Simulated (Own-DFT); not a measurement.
## Calculated data, SiC (twinned 3C silicon carbide, strained, atoms displaced)

A calculation, not a measurement: plane-wave PBE density functional theory by an unreviewed code, no spin, of a simulated periodic cell, stress positive in tension, free energy of the whole cell less one offset for each atom, forces on such cells passed a denser k mesh, this cell's mesh not checked; offsets are fitted by least squares, one for each functional and potential file, so energies compare only between cells with the same atoms and settings and are not formation energies; the far tail of each file's local potential was reset to the Coulomb form; each entry is a single point on an unrelaxed cell, so the pressure reflects the starting lattice, mostly measured values (interpolated for alloys), from which strain is counted, and rises with the displacements; printed positions are rounded, which can move forces by about a meV/angstrom; the program, named Own-DFT, is a retired in-house code; no spin-orbit coupling. Program: Own-DFT development build.

Settings shared by all entries: functional PBE; potential files PseudoDojo norm-conserving, scalar-relativistic, standard set; wave cutoff 42 hartree; occupations Fermi-Dirac; smearing width 0.1 eV; hardware one NVIDIA H200; k mesh 4 x 4 x 2 centred on Gamma.

(1) SiC (twinned 3C silicon carbide, strained, atoms displaced)

```
cell vectors (Å)
   6.5948    -6.4584    -0.1512
   0.0102     6.3174    -6.3444
   8.6025     8.6222     8.6446
atoms (fractions of the cell vectors)
Si  0.99360  0.00780  0.43704
C   0.00771  0.00387  0.06723
Si  0.10691  0.22179  0.10562
C   0.10281  0.21460  0.22668
Si  0.21764  0.10481  0.27165
C   0.21748  0.10960  0.39596
Si  0.99907  0.33402  0.43409
C   0.99856  0.33540  0.05811
Si  0.11684  0.55444  0.10272
C   0.10156  0.54758  0.22551
Si  0.23128  0.44149  0.27046
C   0.22155  0.44835  0.39472
Si  0.99757  0.66909  0.44009
C   0.99148  0.65920  0.06601
Si  0.11446  0.88858  0.10663
C   0.10669  0.88433  0.22952
Si  0.21023  0.77470  0.26729
C   0.22332  0.78077  0.39672
Si  0.33921  0.99569  0.43304
C   0.33371  0.00452  0.06752
Si  0.43559  0.21541  0.10817
C   0.44083  0.21061  0.22443
Si  0.54957  0.10924  0.27264
C   0.54693  0.10470  0.39703
Si  0.33845  0.34417  0.43790
C   0.34690  0.34445  0.06246
Si  0.45567  0.55868  0.10795
C   0.44674  0.56191  0.23167
Si  0.55590  0.43943  0.26192
C   0.55731  0.45479  0.40272
Si  0.33237  0.66244  0.43806
C   0.32263  0.66234  0.05808
Si  0.44923  0.90051  0.10535
C   0.43340  0.88494  0.23126
Si  0.55635  0.77644  0.26856
C   0.56204  0.78176  0.40086
Si  0.67589  0.99830  0.43837
C   0.67234  0.00702  0.06453
Si  0.77414  0.22878  0.10303
C   0.78054  0.22108  0.22611
Si  0.88512  0.10968  0.27065
C   0.88857  0.11628  0.39442
Si  0.65432  0.32573  0.43596
C   0.66295  0.32803  0.06071
Si  0.77841  0.55658  0.09892
C   0.77937  0.55391  0.22472
Si  0.86850  0.43601  0.27251
C   0.89206  0.43648  0.39663
Si  0.67328  0.67266  0.43781
C   0.66948  0.66639  0.06142
Si  0.77699  0.88480  0.10308
C   0.79117  0.88985  0.22804
Si  0.88356  0.77238  0.26793
C   0.89843  0.78457  0.39601
Si  0.00533  0.00305  0.93785
C   0.00130  0.99536  0.56380
Si  0.88959  0.77596  0.60549
C   0.89074  0.77283  0.72986
Si  0.76659  0.87051  0.77071
C   0.78401  0.89235  0.90567
Si  0.98840  0.66975  0.94242
C   0.99990  0.65888  0.56606
Si  0.89038  0.44065  0.60804
C   0.88458  0.44175  0.72194
Si  0.77725  0.55870  0.77117
C   0.78752  0.55579  0.89641
Si  0.00109  0.33216  0.93677
C   0.00544  0.33155  0.55850
Si  0.88726  0.11380  0.60315
C   0.89159  0.11550  0.73213
Si  0.78005  0.22209  0.77070
C   0.78265  0.22686  0.89209
Si  0.66757  0.01282  0.93705
C   0.67205  0.99852  0.55780
Si  0.54925  0.78131  0.60640
C   0.55712  0.77177  0.73189
Si  0.44714  0.89815  0.77389
C   0.43910  0.88210  0.89768
Si  0.66968  0.66394  0.93491
C   0.66125  0.66501  0.55938
Si  0.55271  0.44270  0.60745
C   0.54299  0.44782  0.72765
Si  0.44192  0.55037  0.76421
C   0.44466  0.55348  0.89913
Si  0.67506  0.33359  0.93892
C   0.66397  0.33339  0.56005
Si  0.54720  0.10884  0.60414
C   0.55479  0.11302  0.72542
Si  0.44251  0.22743  0.76439
C   0.43501  0.22318  0.88808
Si  0.32444  0.98389  0.92988
C   0.32517  0.00073  0.56140
Si  0.21275  0.77772  0.60400
C   0.22538  0.77377  0.72427
Si  0.11020  0.88325  0.77378
C   0.10913  0.88394  0.89433
Si  0.32848  0.66388  0.94118
C   0.32592  0.66900  0.56088
Si  0.22603  0.44571  0.60579
C   0.22320  0.44420  0.73598
Si  0.10383  0.55181  0.77248
C   0.10763  0.55467  0.89423
Si  0.32848  0.32821  0.93805
C   0.31783  0.32416  0.56371
Si  0.22465  0.11522  0.60237
C   0.22066  0.10573  0.73110
Si  0.11383  0.22816  0.77018
C   0.10747  0.21402  0.89320
```

It finds free energy of cell above offsets -6.794 eV; pressure 13.21 GPa; stress xx -6.82 GPa; stress yy -16.62 GPa; stress zz -16.2 GPa; stress yz 7.05 GPa; stress xz -4.49 GPa; stress xy -3.78 GPa; wall time 603.4 s.

Force:
| element | x (eV/Å) | y (eV/Å) | z (eV/Å) |
| --- | --- | --- | --- |
| Si | 2.166 | -1.987 | 1.16 |
| C | -2.004 | -0.83 | -0.058 |
| Si | 0.467 | -0.674 | -1.592 |
| C | 2.033 | 0.573 | -0.069 |
| Si | -0.136 | 0.46 | -0.326 |
| C | 0.836 | -0.081 | -0.925 |
| Si | 2.114 | -0.496 | 0.543 |
| C | 0.285 | 0.483 | 1.389 |
| Si | -1.146 | 1.263 | 0.648 |
| C | 1.264 | 0.344 | 0.647 |
| Si | -2.336 | 1.922 | -0.25 |
| C | -0.297 | -0.9 | 0.573 |
| Si | 0.875 | -1.666 | 0.482 |
| C | 0.893 | -0.544 | -1.746 |
| Si | -0.611 | -0.151 | 0.105 |
| C | -0.802 | 0.782 | -0.413 |
| Si | 1.695 | -1.237 | 2.232 |
| C | -1.529 | -1.206 | 1.026 |
| Si | -0.892 | 3.477 | 0.676 |
| C | -2.669 | -1.855 | -0.01 |
| Si | -0.538 | -1.599 | -3.364 |
| C | 1.3 | 3.258 | 0.381 |
| Si | 0.699 | -1.887 | 0.485 |
| C | 1.299 | -1.663 | -1.255 |
| Si | -0.941 | -0.506 | 1.621 |
| C | -1.49 | 0.854 | 2.168 |
| Si | -2.196 | 0.582 | -1.548 |
| C | -0.753 | -2.038 | 0.858 |
| Si | 1.52 | 1.814 | 0.992 |
| C | -2.218 | -2.903 | -0.371 |
| Si | 0.377 | 0.656 | -1.8 |
| C | 4.092 | 0.942 | 0.428 |
| Si | -0.574 | -1.171 | 1.495 |
| C | 0.727 | -1.215 | -0.388 |
| Si | 1.949 | 1.967 | -0.663 |
| C | -2.46 | -1.131 | -0.604 |
| Si | -1.482 | 1.209 | -1.169 |
| C | -1.236 | 0.011 | 0.474 |
| Si | 1.678 | -1.712 | 0.532 |
| C | -1.305 | 1.77 | 1.14 |
| Si | 0.557 | -0.769 | -0.536 |
| C | -0.937 | -0.254 | 0.135 |
| Si | 2.053 | -0.035 | -0.588 |
| C | -0.441 | 1.76 | -0.355 |
| Si | 0.256 | 0.113 | 1.638 |
| C | -1.581 | 1.359 | 0.327 |
| Si | 3.047 | -2.697 | -0.543 |
| C | -2.623 | 3.124 | -1.894 |
| Si | 0.697 | -0.206 | -0.333 |
| C | -0.388 | 0.556 | 0.108 |
| Si | 1.162 | -0.084 | -1.429 |
| C | -2.977 | 2.31 | -0.05 |
| Si | 2.554 | -0.529 | 0.771 |
| C | -2.129 | 0.6 | 0.157 |
| Si | 0.055 | 0.535 | 1.198 |
| C | -0.425 | 0.834 | -0.824 |
| Si | -1.24 | -0.175 | 0.047 |
| C | 0.117 | 0.621 | -0.521 |
| Si | 3.101 | 1.312 | -1.977 |
| C | -2.338 | -0.935 | -1.039 |
| Si | 1.975 | -2.85 | 0.045 |
| C | -1.11 | 0.754 | -0.976 |
| Si | -3.226 | -2.599 | -1.973 |
| C | 2.738 | 2.764 | 2.625 |
| Si | -0.809 | -1.056 | 1.091 |
| C | -2.373 | 0.815 | 0.104 |
| Si | -0.252 | -0.499 | -0.518 |
| C | 0.477 | 1.334 | 0.223 |
| Si | 0.883 | -0.661 | 0.988 |
| C | -1.063 | -1.462 | 0.74 |
| Si | -1.389 | 0 | -0.769 |
| C | 0.293 | 0.445 | 0.491 |
| Si | 0.094 | -1.199 | 2.317 |
| C | 0.774 | 2.706 | 0.903 |
| Si | -0.321 | -1.702 | -0.214 |
| C | -1.343 | 1.382 | -1.478 |
| Si | -1.425 | -1.643 | 0.981 |
| C | 1.12 | -1.125 | -1.187 |
| Si | -0.635 | 1.523 | 0.482 |
| C | 1.876 | 1.142 | 1.109 |
| Si | -1.724 | -1.16 | -1.78 |
| C | 2.739 | -3.972 | 0.596 |
| Si | 1.032 | 5.268 | 1.169 |
| C | -0.698 | -0.81 | -1.16 |
| Si | -2.78 | 0.921 | -0.305 |
| C | 1.018 | 0.343 | 1.098 |
| Si | -0.419 | -1.714 | -1.037 |
| C | 1.474 | 0.545 | 0.463 |
| Si | 0.074 | 0.414 | 1.864 |
| C | 2.213 | -1.473 | 1.659 |
| Si | 2.088 | 3.453 | -1.529 |
| C | 1.049 | -1.886 | 0.019 |
| Si | 0.467 | -1.026 | -0.753 |
| C | 1.219 | 2.008 | 1.063 |
| Si | -0.862 | -1.185 | -1.349 |
| C | 0.153 | 0.923 | 0.765 |
| Si | -1.47 | -2.384 | -0.658 |
| C | 1.639 | -0.341 | 0.84 |
| Si | -1.139 | 1.561 | 0.009 |
| C | -1.548 | -0.546 | -1.979 |
| Si | 0.093 | -0.576 | -1.128 |
| C | 0.52 | 1.178 | 0.267 |
| Si | 0.207 | 0.116 | -0.861 |
| C | 2.538 | -0.941 | -2.716 |
| Si | -1.201 | 0.801 | 2.688 |
| C | -0.74 | -0.089 | -1.153 |
| Si | -0.64 | -1.096 | 2.09 |
| C | 1.241 | 1.244 | -0.96 |

(2) SiC (twinned 3C silicon carbide, strained, atoms displaced)

```
cell vectors (Å)
   6.4818    -6.4745     0.0092
   0.1594     6.6431    -6.4761
   8.9086     8.8867     8.4515
atoms (fractions of the cell vectors)
Si  0.00317  0.99928  0.43608
C   0.00748  0.99209  0.06388
Si  0.11181  0.21663  0.09646
C   0.11381  0.22530  0.22562
Si  0.21687  0.10776  0.26583
C   0.22034  0.10869  0.39537
Si  0.00992  0.34447  0.43765
C   0.00622  0.33355  0.05583
Si  0.11227  0.55618  0.10582
C   0.09575  0.54537  0.23308
Si  0.23146  0.45817  0.27282
C   0.21240  0.44230  0.39867
Si  0.00726  0.67785  0.43718
C   0.00483  0.67184  0.06120
Si  0.11477  0.89171  0.10074
C   0.12149  0.89460  0.22616
Si  0.22076  0.78791  0.27114
C   0.22526  0.78131  0.39773
Si  0.32916  0.00411  0.43201
C   0.33777  0.99896  0.05729
Si  0.44312  0.21743  0.10220
C   0.43931  0.23409  0.23128
Si  0.55454  0.11002  0.27069
C   0.55589  0.11328  0.39912
Si  0.34532  0.34184  0.43944
C   0.33320  0.33694  0.06233
Si  0.44260  0.55703  0.10893
C   0.44861  0.56377  0.22797
Si  0.55038  0.45361  0.26945
C   0.55508  0.44320  0.39903
Si  0.33940  0.67292  0.43718
C   0.33701  0.66088  0.06343
Si  0.44151  0.88549  0.11103
C   0.44655  0.89245  0.22818
Si  0.55033  0.77521  0.27079
C   0.55873  0.79051  0.39424
Si  0.65611  0.00008  0.43232
C   0.67170  0.00525  0.06201
Si  0.78633  0.22768  0.10446
C   0.77445  0.22027  0.23188
Si  0.89948  0.11880  0.27347
C   0.88879  0.11223  0.40265
Si  0.66928  0.33255  0.43490
C   0.65565  0.32006  0.06291
Si  0.77433  0.55357  0.10306
C   0.78140  0.56006  0.23068
Si  0.88415  0.44884  0.27079
C   0.88066  0.43307  0.39430
Si  0.67701  0.66901  0.44369
C   0.66456  0.67194  0.05854
Si  0.78182  0.88661  0.10313
C   0.77932  0.89482  0.22863
Si  0.88937  0.76768  0.26848
C   0.89726  0.78282  0.39850
Si  0.00906  0.00741  0.93168
C   0.00520  0.00812  0.56749
Si  0.87768  0.77147  0.60910
C   0.87325  0.76532  0.72708
Si  0.77818  0.88739  0.77335
C   0.78201  0.89550  0.88966
Si  0.98852  0.64669  0.93626
C   0.99884  0.67010  0.56043
Si  0.88597  0.44023  0.60441
C   0.89628  0.44950  0.72558
Si  0.77059  0.55774  0.76946
C   0.79288  0.55467  0.89234
Si  0.99569  0.32569  0.93979
C   0.99283  0.32688  0.56199
Si  0.88963  0.11551  0.60707
C   0.89701  0.11060  0.72357
Si  0.77334  0.22132  0.76963
C   0.77570  0.21760  0.89420
Si  0.66303  0.99398  0.93903
C   0.66322  0.00004  0.56042
Si  0.56205  0.78829  0.60452
C   0.56268  0.78353  0.72804
Si  0.45019  0.89506  0.77913
C   0.45528  0.88309  0.89811
Si  0.66539  0.66308  0.93905
C   0.66305  0.66522  0.56292
Si  0.55495  0.44125  0.60476
C   0.55599  0.44327  0.72891
Si  0.44321  0.55512  0.76793
C   0.44548  0.55195  0.89362
Si  0.67084  0.33540  0.94360
C   0.66719  0.34762  0.56205
Si  0.55863  0.10357  0.60551
C   0.55198  0.10202  0.73311
Si  0.45170  0.22664  0.76876
C   0.44592  0.23025  0.89322
Si  0.33538  0.00467  0.93688
C   0.33513  0.00387  0.56506
Si  0.21384  0.77957  0.60452
C   0.22178  0.78154  0.73081
Si  0.11154  0.88570  0.77786
C   0.11033  0.88103  0.89384
Si  0.32251  0.66259  0.93421
C   0.32855  0.67139  0.56147
Si  0.22975  0.45183  0.60974
C   0.23113  0.44991  0.73220
Si  0.10763  0.55226  0.77603
C   0.10829  0.56216  0.89051
Si  0.33951  0.34191  0.93655
C   0.33132  0.32486  0.56484
Si  0.21795  0.10900  0.60429
C   0.22428  0.11030  0.72959
Si  0.11349  0.22370  0.77239
C   0.11606  0.23402  0.89436
```

The calculation gives: free energy of cell above offsets -8.232 eV; pressure 5.32 GPa; stress xx -3.3 GPa; stress yy -2.77 GPa; stress zz -9.89 GPa; stress yz -3.55 GPa; stress xz -2.96 GPa; stress xy 6.76 GPa; wall time 618.2 s.

Force:
| element | x (eV/Å) | y (eV/Å) | z (eV/Å) |
| --- | --- | --- | --- |
| Si | 0.645 | 2.25 | 0.58 |
| C | -2.261 | 1.534 | -2.785 |
| Si | 1.001 | 1.367 | 1.067 |
| C | 0.181 | 0.242 | -0.871 |
| Si | 1.274 | 1.502 | -0.092 |
| C | -0.452 | 0.224 | -2.229 |
| Si | -2.789 | 1.614 | 3.686 |
| C | 1.186 | 2.47 | 1.084 |
| Si | -0.18 | -0.386 | 0.368 |
| C | 1.985 | -1.378 | -3.082 |
| Si | -2.111 | 0.065 | 2.173 |
| C | 3.463 | -3.1 | -3.229 |
| Si | -0.395 | -0.527 | 2.429 |
| C | -0.814 | -0.28 | 1.315 |
| Si | 1.178 | -1.625 | 1.363 |
| C | -1.99 | 0.927 | -0.022 |
| Si | 0.856 | -1.732 | 2.203 |
| C | -0.66 | -0.761 | -1.327 |
| Si | 2.314 | 0.354 | 2.1 |
| C | 0.928 | 1.433 | 1.019 |
| Si | -0.684 | 1.839 | 0.744 |
| C | 0.242 | -2.577 | 0.273 |
| Si | 0.117 | 1.312 | -0.608 |
| C | -2.123 | 0.059 | -1.551 |
| Si | -2.421 | 1.395 | 2.14 |
| C | 0.747 | -0.983 | -0.193 |
| Si | -1.078 | -2.376 | -0.63 |
| C | 0.025 | 1.337 | 0.071 |
| Si | 1.824 | -1.166 | 1.987 |
| C | 0.355 | -0.851 | -2.739 |
| Si | -0.4 | 0.633 | 1.12 |
| C | -0.955 | 2.037 | -1.065 |
| Si | -1.177 | -2.623 | -2.271 |
| C | 0.13 | 1.364 | 1.194 |
| Si | 1.947 | -0.043 | -1.454 |
| C | -0.368 | -1.888 | 1.859 |
| Si | 3.458 | -0.392 | 0.628 |
| C | 0.301 | 0.115 | 0.984 |
| Si | -0.616 | -0.168 | 1.508 |
| C | 0.271 | -0.574 | -1.57 |
| Si | -0.961 | 0.665 | 0.958 |
| C | -0.825 | -1.072 | -1.41 |
| Si | 0.225 | 1.579 | 1.253 |
| C | 2.907 | 0.416 | -1.806 |
| Si | 0.215 | -0.099 | -0.163 |
| C | -2.434 | -0.048 | -0.091 |
| Si | -0.219 | -0.615 | 2.934 |
| C | 1.67 | 0.378 | -2.457 |
| Si | -1.963 | -0.05 | -1.12 |
| C | 1.293 | 0.163 | 1.888 |
| Si | 0.003 | 1.128 | -0.521 |
| C | 0.262 | -0.912 | 0.976 |
| Si | 1.127 | 2.69 | -2.044 |
| C | -1.858 | -0.54 | -0.675 |
| Si | -0.207 | 0.137 | 1.526 |
| C | -2.542 | -0.85 | 1.079 |
| Si | 0.307 | -1.654 | -2.434 |
| C | 3.028 | 1.458 | -0.905 |
| Si | -1.394 | -1.519 | -1.878 |
| C | 1.898 | 1.06 | 2.453 |
| Si | 3.634 | 1.394 | -2.752 |
| C | -0.014 | 0.633 | 0.915 |
| Si | 0.064 | -0.31 | -1.511 |
| C | -0.553 | 1.373 | 1.572 |
| Si | 0.769 | -2.217 | 1.423 |
| C | -3.482 | 2.942 | 1.509 |
| Si | -1.712 | -0.722 | -2.409 |
| C | 1.743 | 0.699 | -1.636 |
| Si | -1.636 | -2.223 | -0.444 |
| C | 1.14 | 3.012 | 1.628 |
| Si | 1.067 | -1.052 | -0.352 |
| C | 0.472 | 0.809 | 0.155 |
| Si | 1.548 | -0.497 | -0.972 |
| C | 0.993 | -0.701 | -0.667 |
| Si | -1.499 | -0.049 | 1.327 |
| C | -0.444 | 0.955 | 0.785 |
| Si | -2.682 | -2.353 | 0.686 |
| C | -1.655 | 2.484 | 0.044 |
| Si | -0.572 | -1.16 | -1.894 |
| C | 0.352 | 1.041 | 0.214 |
| Si | -0.678 | 1.181 | -0.258 |
| C | -0.326 | 0.253 | -0.479 |
| Si | 1.816 | -0.033 | -0.538 |
| C | 0.32 | 1.048 | -1.531 |
| Si | -2.37 | -2.044 | -0.892 |
| C | 0.213 | -2.756 | 2.121 |
| Si | -1.046 | 2.028 | -1.202 |
| C | 0.488 | 0.229 | -2.566 |
| Si | -1.106 | 0.364 | 1.331 |
| C | 0.906 | -0.381 | 0.982 |
| Si | -0.568 | -1.481 | -0.198 |
| C | -0.818 | -0.662 | -0.41 |
| Si | 1.084 | -0.303 | -0.13 |
| C | 0.51 | -0.469 | 0.939 |
| Si | -2.427 | -1.775 | -2.228 |
| C | 1.603 | 1.877 | 0.871 |
| Si | 2.023 | -0.893 | 0.616 |
| C | 1.273 | -0.433 | 0.417 |
| Si | -2.081 | -0.87 | -0.125 |
| C | -1.606 | 0.846 | 0.573 |
| Si | -1.506 | -2.072 | -3.145 |
| C | 1.813 | -0.069 | 3.526 |
| Si | -0.535 | -0.282 | 1.197 |
| C | 0.579 | 1.223 | -2.043 |
| Si | 1.223 | -0.433 | 0.921 |
| C | 0.418 | 0.71 | 0.347 |
| Si | -0.561 | -1.243 | -0.74 |
| C | 0.34 | -0.571 | 1.28 |

(3) SiC (twinned 3C silicon carbide, strained, atoms displaced)

```
cell vectors (Å)
   6.5831    -6.7208    -0.2029
   0.0023     6.5202    -6.5022
   8.3477     8.8019     8.7747
atoms (fractions of the cell vectors)
Si  0.00094  0.00882  0.43553
C   0.00673  0.99802  0.06755
Si  0.09985  0.21136  0.10545
C   0.10954  0.21490  0.22592
Si  0.21781  0.10494  0.27436
C   0.22047  0.11259  0.39521
Si  0.00270  0.32627  0.43541
C   0.99063  0.33813  0.06995
Si  0.11649  0.56154  0.10666
C   0.11536  0.55734  0.22891
Si  0.23072  0.45185  0.26817
C   0.21335  0.43637  0.39376
Si  0.99421  0.67121  0.43515
C   0.99659  0.65842  0.06212
Si  0.10885  0.88060  0.10933
C   0.11158  0.89091  0.23230
Si  0.21389  0.77337  0.27217
C   0.22356  0.77245  0.39964
Si  0.32556  0.99321  0.43305
C   0.34244  0.00560  0.06744
Si  0.43924  0.21176  0.10005
C   0.43507  0.21958  0.23138
Si  0.55041  0.10815  0.26523
C   0.54672  0.10986  0.39592
Si  0.33980  0.34215  0.43684
C   0.33660  0.33703  0.06433
Si  0.43812  0.54355  0.10493
C   0.44841  0.55784  0.22693
Si  0.56101  0.45004  0.27011
C   0.56493  0.43769  0.39850
Si  0.34302  0.67686  0.44143
C   0.32942  0.67414  0.05969
Si  0.43779  0.88700  0.10184
C   0.45369  0.88536  0.23817
Si  0.55777  0.77393  0.27410
C   0.56332  0.78054  0.39736
Si  0.66139  0.00582  0.43709
C   0.65943  0.00398  0.06149
Si  0.78083  0.21834  0.10256
C   0.76434  0.22602  0.23049
Si  0.88579  0.10540  0.26821
C   0.89093  0.10477  0.39360
Si  0.67229  0.34455  0.43529
C   0.66798  0.33264  0.06020
Si  0.77656  0.54755  0.10606
C   0.77892  0.55402  0.22882
Si  0.89176  0.45041  0.26946
C   0.89424  0.43729  0.39852
Si  0.67287  0.66538  0.43924
C   0.66236  0.66898  0.07285
Si  0.77535  0.88381  0.10230
C   0.77886  0.89649  0.23457
Si  0.88457  0.77438  0.26999
C   0.88226  0.76404  0.39402
Si  0.99830  0.00290  0.94013
C   0.00012  0.00149  0.56750
Si  0.90314  0.78487  0.60440
C   0.88758  0.77959  0.72942
Si  0.77689  0.88746  0.76713
C   0.78083  0.88966  0.89375
Si  0.00246  0.67500  0.93450
C   0.99247  0.66246  0.56525
Si  0.89578  0.44326  0.60058
C   0.88359  0.43860  0.73000
Si  0.77653  0.56130  0.76452
C   0.77185  0.54714  0.89471
Si  0.99564  0.32281  0.93399
C   0.01399  0.34301  0.55468
Si  0.90434  0.11884  0.60036
C   0.89477  0.11296  0.72935
Si  0.77800  0.21546  0.77126
C   0.78523  0.23028  0.89605
Si  0.66910  0.99520  0.93427
C   0.67275  0.00399  0.56274
Si  0.56463  0.77907  0.60311
C   0.55883  0.77171  0.72908
Si  0.45134  0.89011  0.77702
C   0.44331  0.88163  0.88988
Si  0.66467  0.65743  0.94073
C   0.66504  0.66236  0.56307
Si  0.55029  0.43228  0.60370
C   0.55408  0.45254  0.72819
Si  0.44896  0.56157  0.76714
C   0.43546  0.55397  0.89863
Si  0.66435  0.32922  0.93265
C   0.65736  0.32108  0.55800
Si  0.55118  0.11318  0.60782
C   0.54566  0.10845  0.73294
Si  0.44146  0.22724  0.76788
C   0.45438  0.23103  0.88928
Si  0.33311  0.00751  0.94109
C   0.33374  0.00723  0.56741
Si  0.21334  0.77577  0.60867
C   0.22234  0.77257  0.72412
Si  0.11449  0.89068  0.76828
C   0.11958  0.89790  0.89964
Si  0.33176  0.65514  0.93507
C   0.34304  0.67513  0.55968
Si  0.21024  0.44121  0.60204
C   0.21703  0.44031  0.73406
Si  0.11830  0.56126  0.76525
C   0.12273  0.55484  0.89512
Si  0.33038  0.32835  0.94023
C   0.34008  0.32898  0.56513
Si  0.21434  0.10101  0.60241
C   0.22522  0.10964  0.72784
Si  0.10676  0.22077  0.77437
C   0.10576  0.21583  0.89536
```

Results for SiC (twinned 3C silicon carbide, strained, atoms displaced): free energy of cell above offsets -6.693 eV; pressure 3.39 GPa; stress xx -7.47 GPa; stress yy -1.14 GPa; stress zz -1.57 GPa; stress yz 5.48 GPa; stress xz -7.16 GPa; stress xy -6.92 GPa; wall time 579.8 s.

Force:
| element | x (eV/Å) | y (eV/Å) | z (eV/Å) |
| --- | --- | --- | --- |
| Si | 0.89 | -1.818 | 2.185 |
| C | -2.47 | -0.242 | 0.238 |
| Si | 1.148 | 0.641 | -2.222 |
| C | 0.816 | 1.852 | 0.196 |
| Si | 0.043 | -0.048 | -2.24 |
| C | 0.272 | 0.692 | 0.795 |
| Si | -0.839 | -0.715 | -1.339 |
| C | 0.326 | -3.674 | -0.316 |
| Si | -1.144 | -0.974 | -0.306 |
| C | -0.423 | 0.793 | 0.365 |
| Si | -0.511 | -0.321 | 1.874 |
| C | 1.948 | -0.395 | -1.599 |
| Si | 2.467 | -2.487 | 2.572 |
| C | 0.207 | 1.326 | -0.802 |
| Si | -0.242 | -0.767 | -0.952 |
| C | -0.945 | -0.373 | 1.381 |
| Si | 2.38 | -0.74 | -0.238 |
| C | -1.923 | 0.793 | -0.798 |
| Si | 2.362 | 1.204 | -0.172 |
| C | -3.71 | -0.443 | 1.37 |
| Si | 3.503 | 2.936 | -1.963 |
| C | -0.159 | -0.944 | -0.77 |
| Si | 1.299 | 1.708 | 0.854 |
| C | 0.083 | -0.508 | -0.941 |
| Si | 0.033 | -0.518 | 1.345 |
| C | -2.313 | -1.111 | 2.034 |
| Si | 0.919 | 1.575 | -3.093 |
| C | 0.362 | 0.783 | 1.134 |
| Si | -0.461 | -0.609 | 1.632 |
| C | -3.132 | 3.169 | -3.757 |
| Si | -1.584 | -2.085 | 0.347 |
| C | 0.294 | -1.161 | 2.169 |
| Si | 3.028 | -0.575 | 1.011 |
| C | -3.805 | 0.269 | -1.39 |
| Si | 0.462 | -0.161 | -0.856 |
| C | -0.444 | 0.202 | 0.852 |
| Si | 0.617 | -0.945 | 0.221 |
| C | 0.143 | -2.062 | 1.16 |
| Si | -0.495 | 2.543 | -0.139 |
| C | 1.156 | -2.421 | -0.101 |
| Si | 1.228 | 2.019 | -2.241 |
| C | -1.105 | 2.272 | -0.762 |
| Si | 1.083 | -3.335 | 3.832 |
| C | -1.055 | 0.197 | 0.793 |
| Si | -0.56 | -0.079 | -1.359 |
| C | -0.051 | 0.805 | -0.159 |
| Si | 0.527 | -0.69 | 1.815 |
| C | -1.128 | 1.162 | -1.767 |
| Si | -0.598 | 0.643 | 0.263 |
| C | -1.588 | -2.913 | 0.497 |
| Si | 1.254 | 2.214 | -0.846 |
| C | -2.215 | -2.765 | 1.425 |
| Si | 0.356 | 0.211 | -0.805 |
| C | 0.246 | 1.951 | -2.288 |
| Si | -0.025 | -1.207 | 0.717 |
| C | -1.102 | -2.029 | -1.051 |
| Si | -2.534 | 1.54 | 1.578 |
| C | 0.925 | -0.706 | -0.621 |
| Si | 0.887 | 0.207 | 0.013 |
| C | 0.147 | -0.047 | 1.116 |
| Si | 0.237 | -1.279 | 1.807 |
| C | 0.482 | -1.224 | -1.289 |
| Si | -1.415 | 1.46 | 1.334 |
| C | 0.175 | -0.768 | -1.249 |
| Si | 0.635 | -0.223 | 1.915 |
| C | 0.75 | 0.068 | -1.863 |
| Si | 2.291 | 2.127 | -1.336 |
| C | -1.592 | 1.791 | 2.813 |
| Si | -1.348 | 2.543 | 0.791 |
| C | -1.243 | 0.026 | 0.029 |
| Si | -0.615 | 0.786 | -1.068 |
| C | -1.85 | -0.791 | 1.618 |
| Si | -0.217 | 1.353 | -0.312 |
| C | 0.545 | 0.587 | 0.158 |
| Si | -0.591 | 0.452 | -0.298 |
| C | -0.026 | 1.417 | -1.793 |
| Si | -3.481 | -2.389 | -2.402 |
| C | 2.65 | 3.238 | 2.29 |
| Si | -0.411 | 0.793 | -0.707 |
| C | 1.238 | -0.676 | 0.086 |
| Si | 1.271 | 0.092 | -1.731 |
| C | 0.009 | -1.236 | 0.969 |
| Si | -0.599 | 0.99 | 2.243 |
| C | 1.175 | -3.525 | 0.183 |
| Si | 1.81 | 0.356 | 0.068 |
| C | 2.49 | 0.83 | -0.647 |
| Si | -0.049 | -1.707 | 0.352 |
| C | 1.24 | -1.22 | -0.587 |
| Si | 0.24 | -0.624 | -0.225 |
| C | -0.742 | 2.116 | 2.557 |
| Si | 0.366 | -2.439 | -0.515 |
| C | -1.853 | -1.872 | 1.037 |
| Si | -0.457 | -3.209 | -3.054 |
| C | 2.382 | 2.48 | 0.968 |
| Si | 0.589 | 0.387 | 0.726 |
| C | -1.652 | -0.039 | -0.153 |
| Si | 0.583 | 2.573 | -1.571 |
| C | 0.508 | 2.082 | 2.429 |
| Si | 5.016 | -1.871 | -1.034 |
| C | -0.387 | -1.555 | -1.54 |
| Si | -0.36 | 1.417 | 2.608 |
| C | -2.75 | 1.365 | 0.068 |
| Si | -0.206 | -0.426 | -1.465 |
| C | -2.783 | 1.441 | -0.267 |
| Si | 2.183 | 0.467 | -1.718 |
| C | -0.694 | 1.478 | 0.113 |
| Si | 0.125 | -1.841 | -0.785 |
| C | 1.483 | 0.358 | 0.555 |
